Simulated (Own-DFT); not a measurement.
# Which defects push the lattice out? 4H SiC

No measurement is shown. These are fixed-geometry runs of a retired plane-wave code named Own-DFT, which no person has reviewed; spin and spin-orbit coupling are neglected.

Settings: PBE; PseudoDojo norm-conserving scalar-relativistic files; cutoff 42 hartree; 4 x 4 x 3 k mesh centred on Gamma; Fermi-Dirac smearing of 0.1 eV.

Caveats (not all hold for every row): some atoms lie very close together; not probed for a lower state with spin; forces on such cells failed a check on a denser k mesh; forces on such cells passed a denser k mesh, each cell not checked; stress not checked against mesh or cutoff.

All runs share one cell, with vectors in Å (9.248, 0.000, 0.000); (-4.624, 8.009, 0.000); (0.000, 0.000, 10.068) and a volume of 745.7 Å³. Atoms were moved at random from their sites; u is the rms move along one axis. The defect's site can differ from row to row.

```
                                     cell     formula   u (Å)  P (GPa)
                                no defect     C36Si36  0.0311     3.79
                                no defect     C36Si36  0.0314     3.91
                                no defect     C36Si36  0.0583     6.27
                   two N on a C site each   C34N2Si36  0.0305     2.87
                   two N on a C site each   C34N2Si36  0.0336     2.95
                   two N on a C site each   C34N2Si36  0.0521     4.18
                 two Al on a Si site each  Al2C36Si34  0.0296     5.81
                 two Al on a Si site each  Al2C36Si34  0.0297     5.85
                 two Al on a Si site each  Al2C36Si34  0.0470        ?
                 two Al on a Si site each  Al2C36Si34  0.0494     7.43
one C on a Si site and one Si on a C site     C36Si36  0.0285     7.42
one C on a Si site and one Si on a C site     C36Si36  0.0450     8.23
one C on a Si site and one Si on a C site     C36Si36  0.0514     9.69
                            one C vacancy     C35Si36  0.0288     3.57
                            one C vacancy     C35Si36  0.0294     3.45
                            one C vacancy     C35Si36  0.0478     4.91
```

## Analysis

P = P0 + c u² + a shift for each defect gives P0 = 2.91 GPa, c = 979 ± 72 GPa/Å² and a scatter of 0.23 GPa. The shifts, and each times the cell's volume:

- one C on a Si site and one Si on a C site: 3.74 ± 0.19 GPa, 17.4 eV
- two Al on a Si site each: 2.08 ± 0.19 GPa, 9.7 eV (4.8 eV for each of its 2 sites)
- one C vacancy: -0.24 ± 0.19 GPa, -1.1 eV (not resolved)
- two N on a C site each: -1.14 ± 0.19 GPa, -5.3 eV (-2.6 eV for each of its 2 sites)

A positive shift means that the defect pushes the cell outwards. Shift times volume (160.2 GPa Å³ is 1 eV) depends little on the cell's size, so, taken for each site, it can be compared between cells at like pressure. The atoms around the defects weren't relaxed, which would change these numbers.

## Prediction

The question: what pressure belongs in the blank (two Al on a Si site each, u = 0.0470 Å)?

The fit gives 7.16 ± 0.28 GPa. The run itself gave 6.98 GPa.
